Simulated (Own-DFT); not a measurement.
Simulation results for GaN (wurtzite, strained, atoms displaced)

All values are calculated (Own-DFT development build). A calculation, not a measurement: plane-wave PBE density functional theory by an unreviewed code, no spin, of a simulated periodic cell, stress positive in tension, free energy of the whole cell less one offset for each atom, forces on such cells passed a denser k mesh, this cell's mesh not checked; offsets are fitted by least squares, one for each functional and potential file, so energies compare only between cells with the same atoms and settings and are not formation energies; the far tail of each file's local potential was reset to the Coulomb form; each entry is a single point on an unrelaxed cell, so the pressure reflects the starting lattice, mostly measured values (interpolated for alloys), from which strain is counted, and rises with the displacements; printed positions are rounded, which can move forces by about a meV/angstrom; the program, named Own-DFT, is a retired in-house code; no spin-orbit coupling.

Settings shared by all entries: functional PBE; potential files PseudoDojo norm-conserving, scalar-relativistic, standard set with the stringent files for Ga; wave cutoff 96 hartree; occupations Gaussian; smearing width 0.01 eV; k mesh 3 x 4 x 3 centred on Gamma.

(1) GaN (wurtzite, strained, atoms displaced)

```cif
# cell vector a (Å): 12.7183 -0.2477 -0.1510
# cell vector b (Å): -4.9303 8.3311 0.1081
# cell vector c (Å): -0.1227 0.0644 10.4564
data_GaN
_symmetry_space_group_name_H-M 'P 1'
_symmetry_Int_Tables_number 1
_cell_length_a 12.7216
_cell_length_b 9.6813
_cell_length_c 10.4573
_cell_angle_alpha 88.714
_cell_angle_beta 91.359
_cell_angle_gamma 121.737
_cell_volume 1094.97
loop_
_atom_site_label
_atom_site_type_symbol
_atom_site_fract_x
_atom_site_fract_y
_atom_site_fract_z
_atom_site_occupancy
Ga1 Ga 0.08397 0.22890 0.00041 1
Ga2 Ga 0.16003 0.11075 0.24957 1
N1 N 0.08888 0.22320 0.19420 1
N2 N 0.16881 0.11897 0.44008 1
Ga3 Ga 0.07495 0.21158 0.50011 1
Ga4 Ga 0.16202 0.11033 0.75228 1
N3 N 0.08409 0.22550 0.67743 1
N4 N 0.16030 0.10835 0.94897 1
Ga5 Ga 0.08119 0.56203 0.99717 1
Ga6 Ga 0.17698 0.44317 0.25576 1
N5 N 0.08842 0.55746 0.17939 1
N6 N 0.17289 0.44105 0.43779 1
Ga7 Ga 0.08062 0.54597 0.49802 1
Ga8 Ga 0.16499 0.44777 0.76298 1
N7 N 0.08116 0.54878 0.69175 1
N8 N 0.16655 0.44559 0.93773 1
Ga9 Ga 0.08732 0.89349 0.99777 1
Ga10 Ga 0.16609 0.77995 0.24031 1
N9 N 0.08010 0.89082 0.18678 1
N10 N 0.16295 0.77373 0.43853 1
Ga11 Ga 0.08110 0.88094 0.50230 1
Ga12 Ga 0.16830 0.77727 0.75130 1
N11 N 0.08725 0.89163 0.68414 1
N12 N 0.17492 0.78953 0.94003 1
Ga13 Ga 0.32790 0.22644 0.00162 1
Ga14 Ga 0.41525 0.10866 0.24544 1
N13 N 0.33282 0.21926 0.18540 1
N14 N 0.41643 0.10254 0.43766 1
Ga15 Ga 0.32603 0.21572 0.50676 1
Ga16 Ga 0.41751 0.10969 0.74999 1
N15 N 0.33056 0.22252 0.69441 1
N16 N 0.41899 0.10529 0.94064 1
Ga17 Ga 0.33537 0.55035 0.00662 1
Ga18 Ga 0.41794 0.44631 0.24927 1
N17 N 0.33168 0.55204 0.19012 1
N18 N 0.41273 0.44568 0.43624 1
Ga19 Ga 0.33414 0.54993 0.50257 1
Ga20 Ga 0.41699 0.45251 0.75740 1
N19 N 0.34205 0.56064 0.69067 1
N20 N 0.42511 0.44232 0.94108 1
Ga21 Ga 0.32741 0.87963 0.99682 1
Ga22 Ga 0.41682 0.77768 0.25026 1
N21 N 0.33252 0.88502 0.19314 1
N22 N 0.42305 0.78354 0.43880 1
Ga23 Ga 0.33445 0.88842 0.50603 1
Ga24 Ga 0.41178 0.76881 0.75279 1
N23 N 0.33438 0.88972 0.68869 1
N24 N 0.42366 0.78483 0.93665 1
Ga25 Ga 0.57652 0.20867 0.99593 1
Ga26 Ga 0.65867 0.10701 0.25095 1
N25 N 0.57922 0.22221 0.18987 1
N26 N 0.66474 0.10981 0.44435 1
Ga27 Ga 0.57916 0.21855 0.49797 1
Ga28 Ga 0.66754 0.11481 0.73892 1
N27 N 0.57939 0.22200 0.69237 1
N28 N 0.66593 0.11011 0.93942 1
Ga29 Ga 0.58491 0.55276 0.00999 1
Ga30 Ga 0.67771 0.45626 0.24772 1
N29 N 0.58209 0.55663 0.18715 1
N30 N 0.66597 0.44320 0.44306 1
Ga31 Ga 0.58405 0.55069 0.50187 1
Ga32 Ga 0.65927 0.43667 0.75453 1
N31 N 0.59319 0.56408 0.68714 1
N32 N 0.66237 0.43249 0.93275 1
Ga33 Ga 0.58542 0.89272 0.00279 1
Ga34 Ga 0.67695 0.78726 0.25092 1
N33 N 0.58935 0.89754 0.18307 1
N34 N 0.66897 0.76934 0.43449 1
Ga35 Ga 0.57789 0.88491 0.49984 1
Ga36 Ga 0.66563 0.76818 0.74891 1
N35 N 0.58163 0.89434 0.68663 1
N36 N 0.66994 0.78430 0.93724 1
Ga37 Ga 0.82927 0.23279 0.99711 1
Ga38 Ga 0.91932 0.11087 0.24630 1
N37 N 0.82554 0.21004 0.19118 1
N38 N 0.91881 0.10840 0.43760 1
Ga39 Ga 0.83312 0.21902 0.50424 1
Ga40 Ga 0.90771 0.10368 0.75255 1
N39 N 0.83255 0.21426 0.67758 1
N40 N 0.91395 0.11131 0.93394 1
Ga41 Ga 0.83791 0.56091 0.99417 1
Ga42 Ga 0.92084 0.44845 0.24653 1
N41 N 0.82363 0.55776 0.18827 1
N42 N 0.91316 0.44835 0.44782 1
Ga43 Ga 0.83517 0.56719 0.49872 1
Ga44 Ga 0.90856 0.43813 0.74789 1
N43 N 0.83482 0.54784 0.69247 1
N44 N 0.91914 0.45609 0.94429 1
Ga45 Ga 0.82402 0.87766 0.00191 1
Ga46 Ga 0.90953 0.77319 0.25851 1
N45 N 0.83180 0.89693 0.17724 1
N46 N 0.91981 0.78028 0.44279 1
Ga47 Ga 0.83208 0.88247 0.49152 1
Ga48 Ga 0.91754 0.77877 0.75207 1
N47 N 0.84246 0.89686 0.68874 1
N48 N 0.91790 0.77654 0.93181 1
```

It finds free energy of cell above offsets -3.005 eV; pressure 7.8 GPa; stress xx -9.46 GPa; stress yy -8.76 GPa; stress zz -5.17 GPa; stress yz 0.57 GPa; stress xz -3.36 GPa; stress xy -6.93 GPa.

Force:
```tsv
element	x (eV/Å)	y (eV/Å)	z (eV/Å)
Ga	-0.585	-1.343	0.494
Ga	2.303	-0.555	0.883
N	-1.62	0.825	-1.492
N	-1.022	-2.004	-0.77
Ga	2.095	1.428	-0.028
Ga	-0.349	0.319	-0.159
N	-0.194	0.109	2.848
N	-0.235	1.335	-1.884
Ga	1.765	0.168	0.196
Ga	-2.406	-0.314	0.061
N	-0.135	-0.415	1.215
N	-2.001	-0.056	0.223
Ga	0.847	0.782	0.455
Ga	0.64	-0.969	-3.118
N	-0.069	0.658	0.005
N	-0.015	0.783	1.605
Ga	-0.577	-1.062	0.81
Ga	-0.458	-0.27	1.64
N	-0.114	-0.769	0.169
N	0.307	-0.095	-0.415
Ga	1.58	1.605	-0.331
Ga	-0.574	-0.142	-0.597
N	-0.079	-0.502	1.217
N	-3.056	-2.026	-1.271
Ga	1.933	-1.157	0.06
Ga	-0.549	0.056	0.832
N	-0.558	0.394	0.622
N	-1.702	0.823	-0.186
Ga	1.616	0.855	-0.304
Ga	-1.119	-0.179	0.891
N	0.696	0.48	0.074
N	-2.914	-0.598	-0.828
Ga	0.195	1.048	-0.895
Ga	0.175	-0.92	0.609
N	1.456	1.119	-0.696
N	1.157	-0.587	0.388
Ga	0.304	1.098	0.307
Ga	1.425	-1.069	-0.734
N	-1.448	-1.031	-0.259
N	-2.143	0.493	-0.156
Ga	3.445	1.993	1.577
Ga	0.433	0.258	0.193
N	0.378	0.141	-1.293
N	-2.312	-1.943	-0.74
Ga	-0.117	-0.776	-1.04
Ga	0.472	2.047	-0.105
N	0.21	-0.562	0.438
N	-1.277	-1.75	0.593
Ga	1.442	1.438	1.296
Ga	0.155	0.971	0.749
N	1.053	0.736	-0.479
N	-0.077	-0.019	-0.905
Ga	0.896	0.382	0.562
Ga	-0.47	-0.631	1.288
N	0.882	0.061	-1.317
N	-0.37	0.401	-1.386
Ga	1.235	0.476	-1.606
Ga	-4.607	-3.661	2.003
N	0.846	0.732	1.138
N	-0.095	0.263	-0.961
Ga	-0.497	-0.269	-0.394
Ga	0.797	0.877	-0.948
N	-0.958	-2.125	-0.181
N	-0.059	1.257	1.863
Ga	0.907	-0.041	-0.744
Ga	-2.143	-1.027	-0.211
N	-0.344	-1.728	1.253
N	-1.319	0.556	0.028
Ga	2.411	0.921	0.877
Ga	-0.348	2.908	0.399
N	0.875	-1.261	0.167
N	-1.788	-1.994	-0.54
Ga	1.528	-1.197	1.006
Ga	-0.835	0.758	0.422
N	0.625	1.975	-0.454
N	-2.15	-0.698	-1.243
Ga	0.049	0.136	-2.497
Ga	1.283	1.238	-0.374
N	-0.318	0.957	2.715
N	-0.301	0.416	1.201
Ga	-1.583	-0.571	0.539
Ga	-0.473	-0.941	0.689
N	4.892	1.923	-1.807
N	0.14	-0.575	-1.757
Ga	0.511	-2.406	1.574
Ga	1.609	-0.275	0.195
N	-1.834	1.329	-0.776
N	-0.346	-1.261	-1.461
Ga	2.322	1.937	-1.412
Ga	0.713	1.091	-1.576
N	1.899	-0.651	1.991
N	-1.179	0.303	-1.18
Ga	0.164	1.21	2.012
Ga	0.21	-0.387	-1.12
N	-0.707	-1.964	-1.036
N	-0.445	0.712	1.291
```

(2) GaN (wurtzite, strained, atoms displaced)

```cif
# cell vector a (Å): 12.9791 0.0109 0.1489
# cell vector b (Å): -4.8601 8.3338 -0.1087
# cell vector c (Å): 0.1211 -0.0662 10.5707
data_GaN
_symmetry_space_group_name_H-M 'P 1'
_symmetry_Int_Tables_number 1
_cell_length_a 12.9800
_cell_length_b 9.6480
_cell_length_c 10.5716
_cell_angle_alpha 91.286
_cell_angle_beta 88.687
_cell_angle_gamma 120.206
_cell_volume 1143.75
loop_
_atom_site_label
_atom_site_type_symbol
_atom_site_fract_x
_atom_site_fract_y
_atom_site_fract_z
_atom_site_occupancy
Ga1 Ga 0.08315 0.21776 0.99466 1
Ga2 Ga 0.17075 0.11811 0.25686 1
N1 N 0.08179 0.22691 0.18852 1
N2 N 0.16872 0.11414 0.43131 1
Ga3 Ga 0.08923 0.22494 0.49918 1
Ga4 Ga 0.15957 0.10916 0.74834 1
N3 N 0.08172 0.22236 0.68672 1
N4 N 0.16908 0.11767 0.93678 1
Ga5 Ga 0.08519 0.55046 0.00021 1
Ga6 Ga 0.16742 0.44290 0.24545 1
N5 N 0.07777 0.54575 0.20105 1
N6 N 0.17048 0.44480 0.43201 1
Ga7 Ga 0.07888 0.56059 0.50254 1
Ga8 Ga 0.16380 0.43784 0.74317 1
N7 N 0.08218 0.55556 0.69368 1
N8 N 0.16526 0.43626 0.94516 1
Ga9 Ga 0.07864 0.89362 0.00500 1
Ga10 Ga 0.16826 0.77012 0.25320 1
N9 N 0.07784 0.88492 0.18764 1
N10 N 0.16795 0.77823 0.43439 1
Ga11 Ga 0.09020 0.89222 0.49629 1
Ga12 Ga 0.16432 0.78035 0.75310 1
N11 N 0.07708 0.89285 0.68433 1
N12 N 0.17238 0.77626 0.94321 1
Ga13 Ga 0.33101 0.21673 0.99579 1
Ga14 Ga 0.41353 0.11121 0.25652 1
N13 N 0.33117 0.21968 0.17733 1
N14 N 0.41733 0.11612 0.44111 1
Ga15 Ga 0.32854 0.21517 0.50444 1
Ga16 Ga 0.41030 0.11040 0.75524 1
N15 N 0.33438 0.22778 0.68728 1
N16 N 0.41442 0.11334 0.94015 1
Ga17 Ga 0.32163 0.54650 0.99593 1
Ga18 Ga 0.42230 0.44679 0.24986 1
N17 N 0.32301 0.54363 0.19565 1
N18 N 0.42091 0.44601 0.43838 1
Ga19 Ga 0.33192 0.55186 0.49911 1
Ga20 Ga 0.41871 0.44370 0.74336 1
N19 N 0.33492 0.56533 0.69134 1
N20 N 0.41969 0.45085 0.93931 1
Ga21 Ga 0.34000 0.88456 0.00501 1
Ga22 Ga 0.42739 0.77974 0.24678 1
N21 N 0.33323 0.88918 0.18286 1
N22 N 0.41703 0.77896 0.44607 1
Ga23 Ga 0.33501 0.89194 0.50327 1
Ga24 Ga 0.40643 0.77304 0.75323 1
N23 N 0.32777 0.88004 0.68825 1
N24 N 0.40663 0.76812 0.94239 1
Ga25 Ga 0.58650 0.23256 0.00476 1
Ga26 Ga 0.66636 0.11203 0.24563 1
N25 N 0.57470 0.21200 0.18576 1
N26 N 0.66443 0.11107 0.44037 1
Ga27 Ga 0.59039 0.23010 0.50959 1
Ga28 Ga 0.66575 0.11395 0.75965 1
N27 N 0.58375 0.21971 0.68685 1
N28 N 0.66590 0.11312 0.94497 1
Ga29 Ga 0.58235 0.54686 0.00382 1
Ga30 Ga 0.66997 0.45336 0.25099 1
N29 N 0.58658 0.55615 0.18279 1
N30 N 0.67505 0.45032 0.43849 1
Ga31 Ga 0.57876 0.54180 0.50436 1
Ga32 Ga 0.67243 0.45081 0.74475 1
N31 N 0.58619 0.54744 0.68225 1
N32 N 0.66239 0.44986 0.93249 1
Ga33 Ga 0.58475 0.89276 0.00108 1
Ga34 Ga 0.66420 0.77446 0.24874 1
N33 N 0.58347 0.89453 0.17963 1
N34 N 0.67076 0.78074 0.43586 1
Ga35 Ga 0.59245 0.89564 0.50077 1
Ga36 Ga 0.66770 0.76514 0.73723 1
N35 N 0.58712 0.89334 0.69260 1
N36 N 0.66492 0.77336 0.94067 1
Ga37 Ga 0.83066 0.22109 0.00585 1
Ga38 Ga 0.91413 0.11764 0.24884 1
N37 N 0.83972 0.23489 0.19353 1
N38 N 0.92098 0.11927 0.43874 1
Ga39 Ga 0.84101 0.23105 0.50141 1
Ga40 Ga 0.91993 0.11407 0.75072 1
N39 N 0.83777 0.22002 0.68760 1
N40 N 0.91622 0.10841 0.94758 1
Ga41 Ga 0.83130 0.55326 0.99886 1
Ga42 Ga 0.91324 0.44746 0.25467 1
N41 N 0.83762 0.55738 0.18818 1
N42 N 0.90946 0.44444 0.43530 1
Ga43 Ga 0.83557 0.55431 0.49889 1
Ga44 Ga 0.91589 0.44803 0.74929 1
N43 N 0.83551 0.56072 0.69195 1
N44 N 0.91145 0.43701 0.94180 1
Ga45 Ga 0.83429 0.89777 0.00461 1
Ga46 Ga 0.91710 0.77589 0.25430 1
N45 N 0.83928 0.89706 0.19109 1
N46 N 0.91823 0.77850 0.43795 1
Ga47 Ga 0.83025 0.89783 0.49799 1
Ga48 Ga 0.91656 0.78201 0.75096 1
N47 N 0.83508 0.89054 0.68411 1
N48 N 0.92508 0.78617 0.94917 1
```

Questions
1. Estimate the stress xx of GaN (wurtzite, strained, atoms displaced) (entry 2).
2. Give the missing stress yy for GaN (wurtzite, strained, atoms displaced) (entry 2).
3. Give the table of force values for GaN (wurtzite, strained, atoms displaced) (entry 2).

Calculated values
1. 1.63 GPa
2. -0.76 GPa
3. 
Force:
```tsv
element	x (eV/Å)	y (eV/Å)	z (eV/Å)
Ga	-0.503	0.064	1.79
Ga	-0.743	-0.563	-2.848
N	0.585	-1.247	-0.341
N	0.384	-0.239	2.157
Ga	-1.09	0.215	-0.645
Ga	0.895	0.515	0.554
N	0.503	-0.342	-0.225
N	0.079	-1.1	-0.733
Ga	-1.088	0.46	0.72
Ga	-1.439	-0.52	1.036
N	0.237	0.797	-1.452
N	-0.831	-0.005	1.515
Ga	1.069	-0.682	-0.456
Ga	0.095	1.42	1.071
N	-0.088	0.02	-0.79
N	-1.277	-0.093	-1.882
Ga	2.448	0.199	0.378
Ga	-0.593	0.619	-1.462
N	1.186	0.703	0.904
N	0.282	0.17	1.152
Ga	-1.484	-0.372	-0.155
Ga	-0.084	-0.036	0.677
N	1.469	-0.317	0.049
N	-1.09	0.121	-0.437
Ga	-0.385	1.216	0.114
Ga	-0.243	-0.324	-1.015
N	0.381	0.377	1.951
N	0.389	-0.2	0.298
Ga	0.371	0.921	-0.748
Ga	0.854	-0.168	-0.327
N	-0.491	-1.285	0.12
N	1.366	-0.535	-0.502
Ga	2.248	0.556	1.212
Ga	-1.164	-0.779	-0.419
N	2.809	2.052	-1.37
N	-0.35	-0.662	0.042
Ga	-0.082	0.926	-0.103
Ga	-0.625	1.094	1.587
N	0.404	-2.563	-0.839
N	-0.273	-0.863	-0.64
Ga	-2.153	1.073	-0.482
Ga	-2.399	-0.869	0.954
N	0.497	-0.286	1.989
N	0.81	0.161	-1.075
Ga	0.358	-0.269	-0.448
Ga	1.489	1.508	0.406
N	-0.595	1.372	0.143
N	1.944	0.338	-0.79
Ga	-0.689	-0.81	-0.723
Ga	-0.13	0.731	0.992
N	0.686	1.534	0.792
N	0.803	0.752	-0.703
Ga	-0.315	-0.806	-1.68
Ga	0.691	-0.39	-0.96
N	-0.367	0.392	1.478
N	-0.123	0.352	-0.244
Ga	-1.637	1.623	-1.178
Ga	0.565	-1.103	-0.014
N	-0.216	-0.141	1.377
N	-0.975	-0.623	-0.066
Ga	0.43	1.29	-1.526
Ga	-0.219	-1.256	0.789
N	-0.73	-0.037	0.483
N	2.047	-0.698	0.119
Ga	-0.029	-1.385	-1.577
Ga	0.721	1.206	-0.207
N	1.249	-0.532	1.31
N	-0.601	-0.926	0.062
Ga	-1.337	-0.586	0.695
Ga	-1.165	1.924	1.86
N	-0.174	-0.9	-0.088
N	0.36	0.351	-0.505
Ga	0.459	0.18	-0.053
Ga	1.208	0.069	0.425
N	-1.15	-1.693	-0.675
N	0.175	-0.12	-0.066
Ga	-0.839	-1.049	-0.005
Ga	-0.948	-0.643	0.517
N	-0.927	0.638	0.466
N	-0.318	1.188	-1.623
Ga	0.12	0.707	0.202
Ga	0.57	0.466	-0.567
N	-1.24	-0.38	-0.274
N	1.656	0.151	1.042
Ga	-0.883	1.586	0.611
Ga	0.261	-0.766	0.767
N	0.405	-0.226	-0.609
N	0.42	0.729	-0.606
Ga	0.012	-1.934	0.126
Ga	-0.278	0.832	-0.357
N	-0.934	-0.979	0.162
N	-0.01	0.309	0.593
Ga	1.64	-0.341	-0.274
Ga	-0.219	0.14	0.614
N	0.008	-0.058	0.409
N	-2.113	-1.345	-1.947
```

Further results for GaN (wurtzite, strained, atoms displaced) (entry 2):

* free energy of cell above offsets: -5.814 eV
* pressure: -0.9 GPa
* stress zz: 1.83 GPa
* stress yz: -1.42 GPa
* stress xz: 2.42 GPa
* stress xy: 0.2 GPa
